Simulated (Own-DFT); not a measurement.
## Calculated data, Hf36O71 (tetragonal hafnia with one neutral oxygen vacancy, atoms displaced)

A calculation, not a measurement: plane-wave PBE and HSE06 DFT by an unreviewed code, no spin, of a simulated cell at Gamma alone, so results move with cell size and shape, stress positive in tension, energies less offsets, not probed for a lower state with spin; hafnium file: forces about 75 meV/angstrom off all-electron values; oxygen file: force components 24 meV/angstrom off all-electron in a glass; k mesh not checked against a denser one; forces and stress are PBE's, HSE06 gives the energy alone, and its difference from PBE has offsets of its own; offsets are fitted by least squares, one for each functional and potential file, so energies compare only between cells with the same atoms and settings and are not formation energies; the far tail of each file's local potential was reset to the Coulomb form; each entry is a single point on an unrelaxed cell, so the pressure reflects the starting lattice, taken from the Materials Project, from which strain is counted, and rises with the displacements; printed positions are rounded, which can move forces by about a meV/angstrom; the program is a retired in-house code; no spin-orbit coupling. Program: Own-DFT development build.

Common to all runs: first functional PBE; second functional HSE06; exact exchange share 0.25; screening 0.11 1/bohr; exchange divergence Gygi-Baldereschi; potential files PseudoDojo norm-conserving, scalar-relativistic, made for PBE, standard set; wave cutoff 48 hartree; occupations fixed; k mesh 1 x 1 x 1 centred on Gamma.

(1) Hf36O71 (tetragonal hafnia with one neutral oxygen vacancy, atoms displaced)

```
Hf36O71
1.0
     10.7800     0.0000     0.0000
      0.0000    10.7800     0.0000
      0.0000     0.0000    10.4493
Hf O Hf O Hf O Hf O Hf O Hf O Hf O Hf O Hf O Hf O Hf O Hf O Hf O Hf O Hf O Hf O Hf O Hf O
2 4 2 4 2 4 2 4 2 4 2 4 2 4 2 4 2 4 2 4 2 4 2 4 2 4 2 4 2 4 2 3 2 4 2 4
Direct
  0.00952 0.99490 0.99018
  0.17019 0.15629 0.24389
  0.00001 0.18199 0.15545
  0.16671 0.00191 0.35901
  0.98886 0.15424 0.39651
  0.15305 0.00156 0.09587
  0.00646 0.00870 0.49572
  0.16324 0.17262 0.75207
  0.00267 0.17189 0.65578
  0.15687 0.01604 0.83917
  0.01112 0.17145 0.89969
  0.17020 0.99877 0.61005
  0.00059 0.32064 0.99000
  0.16203 0.51555 0.24603
  0.00316 0.49134 0.15461
  0.15565 0.33033 0.36113
  0.98555 0.49387 0.40800
  0.17285 0.35042 0.09753
  0.99908 0.33179 0.49373
  0.16271 0.49453 0.74035
  0.00404 0.49394 0.65242
  0.16791 0.32344 0.83853
  0.99700 0.51608 0.89674
  0.16579 0.33585 0.60380
  0.00583 0.64664 0.99701
  0.16372 0.84303 0.26112
  0.01627 0.83186 0.15188
  0.14913 0.66634 0.34947
  0.00172 0.83571 0.39900
  0.17445 0.67616 0.10622
  0.00402 0.66249 0.50331
  0.16672 0.84190 0.76036
  0.98909 0.83697 0.66259
  0.16403 0.65999 0.84934
  0.00465 0.83701 0.92139
  0.17166 0.66225 0.58775
  0.32653 0.00259 0.00636
  0.48849 0.17415 0.24494
  0.33931 0.16220 0.14091
  0.49877 0.00117 0.34238
  0.34558 0.17289 0.41655
  0.49553 0.98851 0.09626
  0.33915 0.00739 0.50098
  0.48740 0.16232 0.75522
  0.32048 0.15229 0.65340
  0.48514 0.01342 0.84055
  0.34426 0.16889 0.90113
  0.49704 0.99815 0.61380
  0.33414 0.32500 0.99566
  0.50474 0.50635 0.25646
  0.31493 0.50924 0.13222
  0.49925 0.33364 0.34067
  0.32071 0.51596 0.39032
  0.49678 0.35148 0.09838
  0.33507 0.33365 0.50942
  0.48951 0.49276 0.74388
  0.32542 0.49788 0.65335
  0.50203 0.33171 0.85450
  0.33688 0.49938 0.88913
  0.50977 0.33238 0.59689
  0.34186 0.66704 0.99277
  0.50363 0.82145 0.23454
  0.33518 0.84158 0.13108
  0.49065 0.67596 0.35178
  0.32767 0.83078 0.40391
  0.50006 0.66762 0.08719
  0.34413 0.65424 0.49864
  0.50454 0.83349 0.74497
  0.33500 0.84779 0.66274
  0.51153 0.67348 0.84348
  0.33502 0.83413 0.90418
  0.49997 0.66251 0.58995
  0.66921 0.99944 0.00811
  0.83613 0.17090 0.23751
  0.66549 0.15915 0.15717
  0.83412 0.98846 0.34160
  0.66001 0.18468 0.38827
  0.82981 0.00590 0.08625
  0.67010 0.99839 0.49368
  0.83121 0.14622 0.75542
  0.66802 0.15553 0.65544
  0.83677 0.99840 0.83739
  0.66733 0.15839 0.91324
  0.84015 0.99764 0.59208
  0.66674 0.34313 0.00197
  0.83860 0.49182 0.24011
  0.67676 0.49506 0.15554
  0.82263 0.32680 0.34260
  0.64598 0.51338 0.41100
  0.82741 0.33540 0.09152
  0.66735 0.33843 0.48893
  0.82986 0.50155 0.75059
  0.67115 0.50354 0.65704
  0.83084 0.32989 0.84728
  0.84220 0.33699 0.58906
  0.64805 0.68873 0.99925
  0.83981 0.82393 0.24267
  0.66879 0.82236 0.14961
  0.81321 0.66151 0.35848
  0.67117 0.84904 0.41509
  0.84244 0.66571 0.09197
  0.65765 0.67314 0.50762
  0.82310 0.83857 0.74450
  0.66348 0.83417 0.65005
  0.82755 0.67417 0.87338
  0.67234 0.83005 0.91234
  0.83335 0.67529 0.60895
```

* PBE energy of cell above offsets: -84.961 eV
* HSE06 less PBE above offsets: 0.631 eV
* PBE pressure: 6.76 GPa
* PBE stress xx: -5.86 GPa
* PBE stress yy: -7.82 GPa
* PBE stress zz: -6.6 GPa
* PBE stress yz: -1.14 GPa
* PBE stress xz: -0.5 GPa
* PBE stress xy: -0.65 GPa

Force:
```csv
element,x (eV/Å),y (eV/Å),z (eV/Å)
Hf,-3.141,0.58,0.473
Hf,-1.839,2.909,1.149
O,1.841,0.09,-1.228
O,0.837,2.031,-0.934
O,0.198,2.684,-0.913
O,3.376,1.462,2.098
Hf,-0.369,-2.899,2.349
Hf,-0.78,-1.457,-3.525
O,-0.935,-0.596,-0.642
O,0.583,-3.397,3.198
O,-1.251,-2.016,-0.046
O,-1.045,-0.658,-2.097
Hf,-0.121,3.242,1.885
Hf,1.859,-1.355,-0.54
O,-0.799,0.48,-1.187
O,1.277,-0.954,-1.864
O,-0.047,1.51,-0.832
O,-0.793,-2.637,-1.194
Hf,0.641,-0.925,0.892
Hf,-0.278,1.11,1.918
O,-1.353,0.781,-0.47
O,0.047,4.255,2.993
O,-0.134,-7.847,-3.218
O,0.971,-0.14,-0.918
Hf,0.238,6.877,3.719
Hf,0.681,-3.69,-0.677
O,-2.838,0.966,1.035
O,-0.448,1.101,0.04
O,0.061,-0.371,0.68
O,-0.564,-0.637,-0.773
Hf,-0.787,0.809,-0.232
Hf,-0.23,-0.831,-1.526
O,2.441,-0.513,0.268
O,0.524,1.196,-0.721
O,0.738,-1.886,-2.305
O,-0.121,0.127,1.047
Hf,2.149,-1.902,-1.495
Hf,4.638,-1.564,1.77
O,-2.774,0.028,0.269
O,-0.405,-0.179,-0.065
O,-0.394,0.185,-2.114
O,0.957,0.585,-0.539
Hf,0.056,-2.883,1.739
Hf,2.079,1.555,-2.166
O,2.31,1.914,-0.484
O,0.758,-4.829,2.469
O,-1.357,-0.54,0.147
O,0.816,0.32,-2.741
Hf,0.128,3.921,0.494
Hf,-0.364,-1.614,-1.44
O,2.971,0.259,1.66
O,-0.955,2.229,0.62
O,1.186,-3.644,-0.266
O,-0.115,-0.767,0.277
Hf,-1.395,0.45,-0.805
Hf,2.288,-0.19,2.205
O,1.871,-0.181,-2.22
O,0.323,0.411,-0.987
O,0.516,-0.324,0.122
O,-2.207,0.617,0.368
Hf,-4.131,-1.338,0.075
Hf,-2.564,3.813,1.201
O,-0.24,-0.312,2.787
O,0.911,-0.685,-0.962
O,-0.146,0.073,0.177
O,-2.348,-0.34,3.925
Hf,-3.42,4.051,-0.158
Hf,-2.865,2.618,0.707
O,-0.051,-1.409,-0.107
O,-0.407,-1.316,-0.065
O,-0.722,0.93,-0.881
O,-1.056,-0.105,2.801
Hf,-1.892,1.599,-0.327
Hf,-2.043,-1.84,2.032
O,-1.356,0.034,-0.58
O,-0.455,1.582,-0.992
O,-0.063,-2.585,1.459
O,2.587,-0.365,0.757
Hf,-0.328,5.234,1.376
Hf,-1.038,5.886,-3.658
O,0.041,0.3,0.387
O,0.278,-2.752,3.062
O,0.342,0.894,-0.501
O,-0.988,0.374,0.213
Hf,-1.156,-0.069,-1.571
Hf,0.413,1.646,1.56
O,-2.625,0.283,0
O,0.773,1.654,-0.409
O,-0.752,-1.806,-0.912
O,2,-0.574,0.501
Hf,1.782,-0.663,1.131
Hf,0.571,0.661,0.832
O,-1.477,0.193,0.287
O,0.215,0.224,-0.017
O,-2.524,0.309,0.042
Hf,6.671,-6.629,-0.844
Hf,1.668,-0.728,1.105
O,0.136,0.375,0.678
O,0.9,0.575,-1.66
O,-1.062,-5.218,-2.308
O,-0.862,0.064,2.504
Hf,5.003,0.568,-1.18
Hf,2.062,-3.335,0.498
O,-0.272,0.051,-0.127
O,-0.107,-0.561,-3.579
O,-0.544,6.095,-3.524
O,-0.385,-0.719,-0.444
```

(2) Hf36O71 (tetragonal hafnia with one neutral oxygen vacancy, atoms displaced)

```
Hf36O71
1.0
     10.7800     0.0000     0.0000
      0.0000    10.7800     0.0000
      0.0000     0.0000    10.4493
Hf O Hf O Hf O Hf O Hf O Hf O Hf O Hf O Hf O Hf O Hf O Hf O Hf O Hf O Hf O Hf O Hf O Hf O
2 4 2 4 2 4 2 4 2 4 2 3 2 4 2 4 2 4 2 4 2 4 2 4 2 4 2 4 2 4 2 4 2 4 2 4
Direct
  0.99640 0.99481 0.99985
  0.15973 0.16654 0.24916
  0.00245 0.16948 0.15357
  0.16705 0.00005 0.34429
  0.00177 0.16673 0.40342
  0.16609 0.00297 0.09909
  0.99804 0.99917 0.49979
  0.17279 0.16695 0.74705
  0.00024 0.17404 0.65264
  0.16276 0.99555 0.84999
  0.99941 0.16973 0.90171
  0.16563 0.99708 0.60416
  0.99986 0.33242 0.00332
  0.16788 0.50232 0.25038
  0.99765 0.49914 0.14871
  0.16211 0.33302 0.34635
  0.00213 0.49882 0.40385
  0.16744 0.33429 0.09723
  0.99645 0.33250 0.49962
  0.16675 0.50107 0.75664
  0.00414 0.50046 0.65503
  0.16760 0.32596 0.84703
  0.00224 0.49728 0.90312
  0.16412 0.33550 0.59540
  0.00062 0.66753 0.99863
  0.16627 0.83286 0.24874
  0.99997 0.83819 0.15374
  0.16697 0.66634 0.34718
  0.00380 0.83120 0.40290
  0.16666 0.67300 0.09927
  0.00028 0.67246 0.49548
  0.16121 0.83190 0.75069
  0.15989 0.66009 0.84792
  0.99609 0.82708 0.90405
  0.16604 0.66545 0.59786
  0.32955 0.00174 0.99886
  0.49925 0.16720 0.24956
  0.33481 0.16498 0.15170
  0.50430 0.00438 0.34711
  0.33718 0.16941 0.40623
  0.50114 0.99827 0.10257
  0.33378 0.00515 0.50364
  0.50281 0.16780 0.74470
  0.32953 0.16583 0.65063
  0.49913 0.00468 0.84576
  0.33406 0.16778 0.89581
  0.49844 0.00365 0.59743
  0.33621 0.33741 0.00167
  0.50122 0.49660 0.24949
  0.33347 0.49951 0.15298
  0.50341 0.33282 0.34870
  0.33242 0.49814 0.40248
  0.49673 0.33661 0.10019
  0.32969 0.33198 0.49536
  0.50250 0.49232 0.75330
  0.33661 0.49847 0.64710
  0.49798 0.33110 0.84520
  0.33592 0.50297 0.90253
  0.49770 0.33619 0.59975
  0.33391 0.66232 0.00062
  0.50396 0.83723 0.24896
  0.33429 0.83162 0.15157
  0.50392 0.66728 0.35109
  0.33301 0.83590 0.40037
  0.49406 0.66429 0.09647
  0.33461 0.66771 0.50254
  0.49285 0.83190 0.74981
  0.33285 0.82528 0.65088
  0.50264 0.66761 0.85129
  0.33084 0.83285 0.90527
  0.49675 0.67181 0.59683
  0.67020 0.99707 0.00191
  0.83598 0.16401 0.25339
  0.66801 0.16838 0.15203
  0.83329 0.99990 0.34527
  0.66559 0.16817 0.40722
  0.83174 0.99894 0.10388
  0.66984 0.99744 0.49745
  0.83326 0.16898 0.75057
  0.66235 0.16865 0.65346
  0.83682 0.00206 0.85276
  0.67048 0.16482 0.90300
  0.83541 0.00262 0.59903
  0.66860 0.33638 0.99608
  0.83078 0.49340 0.24828
  0.66371 0.49709 0.15141
  0.83309 0.33391 0.34728
  0.66969 0.49789 0.40251
  0.83417 0.33333 0.09999
  0.66760 0.33283 0.50366
  0.83636 0.49452 0.75487
  0.66380 0.49826 0.65402
  0.83192 0.33046 0.84805
  0.66621 0.49872 0.90573
  0.83454 0.32808 0.60260
  0.66520 0.66710 0.99875
  0.83770 0.83355 0.25237
  0.66746 0.82768 0.15209
  0.83505 0.66805 0.34876
  0.66549 0.83222 0.40115
  0.83656 0.66673 0.10001
  0.66485 0.66625 0.50124
  0.83194 0.83199 0.75026
  0.66214 0.82913 0.65309
  0.82670 0.66538 0.84718
  0.66428 0.83435 0.90573
  0.83223 0.66465 0.59692
```

* PBE energy of cell above offsets: -100.858 eV
* HSE06 less PBE above offsets: -0.148 eV
* PBE pressure: 0.68 GPa
* PBE stress xx: 0.39 GPa
* PBE stress yy: -1.22 GPa
* PBE stress zz: -1.21 GPa
* PBE stress yz: 0.22 GPa
* PBE stress xz: 0.15 GPa
* PBE stress xy: 0.06 GPa

Force:
```csv
element,x (eV/Å),y (eV/Å),z (eV/Å)
Hf,0.527,1.146,-0.331
Hf,1.691,0.047,0.036
O,-1.283,-0.179,-0.271
O,-0.284,0.328,0.621
O,-0.376,-0.469,-0.328
O,-0.452,-0.147,-0.429
Hf,1.046,0.361,0.511
Hf,-1.484,-0.105,0.851
O,0.063,-0.676,-0.028
O,-0.051,0.215,-0.095
O,-0.345,-0.863,0.682
O,-0.476,-0.502,-0.707
Hf,0.665,-0.2,-0.263
Hf,-0.625,-0.517,0.216
O,0.546,0.001,0.625
O,0.373,-0.082,-0.17
O,-0.275,0.348,-0.128
O,0.172,0.045,-0.116
Hf,1.117,0.647,0.579
Hf,0.254,-1.567,-1.87
O,-1.096,-0.24,0.405
O,0.172,1.621,0.131
O,-0.509,0.095,-0.12
O,0.425,-0.369,-0.172
Hf,-0.1,-1.513,0.99
Hf,1.614,-0.014,0.009
O,-0.034,0.04,-0.334
O,-0.152,0.248,-0.025
O,-0.349,1.517,0.009
O,-0.402,-0.42,-0.275
Hf,-0.14,-2.354,1.026
Hf,0.375,-0.138,-0.44
O,0.229,1.65,0.412
O,0.03,1.003,-0.867
O,-0.457,0.683,0.074
Hf,0.783,0.171,0.241
Hf,0.255,-0.032,-0.312
O,-0.482,0.149,0.127
O,0.052,-0.564,0.348
O,-0.154,-0.881,-0.685
O,0.084,-0.06,-0.749
Hf,-0.148,-0.873,-0.773
Hf,-1.223,-0.719,0.759
O,1.06,-0.104,-0.591
O,-0.027,-0.836,-0.068
O,-0.25,-0.112,0.868
O,0.412,-0.246,-0.215
Hf,-0.898,-1.22,-0.264
Hf,-0.356,0.724,0.703
O,-0.318,0.047,-0.228
O,-0.083,0.068,-0.069
O,-0.065,0.283,-0.508
O,0.848,-0.072,-0.525
Hf,-0.051,1.349,1.108
Hf,-1.024,1.332,-1.145
O,-0.394,0.273,1.255
O,0.385,0.011,0.955
O,-0.188,-0.924,-0.329
O,0.271,-0.436,-0.334
Hf,0.072,1.551,0.483
Hf,-1.089,-0.365,0.228
O,-0.133,0.312,0.346
O,-0.087,-0.351,-0.649
O,0.05,0.208,0.557
O,1.229,-0.116,0.237
Hf,-0.167,-0.088,-0.551
Hf,0.573,0.09,0.474
O,-0.854,0.638,0.478
O,0.001,-0.399,-0.475
O,0.044,-0.266,-0.478
O,0.855,-0.239,0.324
Hf,-1.092,0.772,0.048
Hf,-0.9,0.886,-0.858
O,0.096,0.037,0.54
O,0.141,-0.21,1.144
O,0.648,-0.489,-0.151
O,0.515,0.082,-0.295
Hf,-1.222,0.227,0.27
Hf,0.541,-0.595,0.08
O,1.455,-0.054,-0.303
O,-0.005,-0.918,-0.467
O,-0.149,0.39,0.016
O,-0.274,-0.575,-0.057
Hf,-0.215,-1.503,1.264
Hf,0.445,1.356,0.095
O,0.605,0.137,-0.118
O,0.154,-0.851,0.451
O,0.062,0.141,0.156
O,-0.4,0.137,-0.261
Hf,-0.736,0.321,-0.121
Hf,0.381,1.041,-1.214
O,0.883,-0.046,0.191
O,-0.272,0.677,0.585
O,0.016,0.064,-0.585
O,-0.634,0.501,-0.215
Hf,-0.108,0.507,0.658
Hf,-1.081,-1.213,-0.653
O,0.48,0.084,0.063
O,0.07,-0.24,-0.268
O,0.346,0.545,0.209
O,-0.464,0.086,-0.577
Hf,-0.37,-0.162,-0.202
Hf,-0.233,-0.171,-0.162
O,0.788,0.57,0.13
O,0.2,-0.103,-0.028
O,0.35,0.006,-0.271
O,0.59,0.631,0.156
```
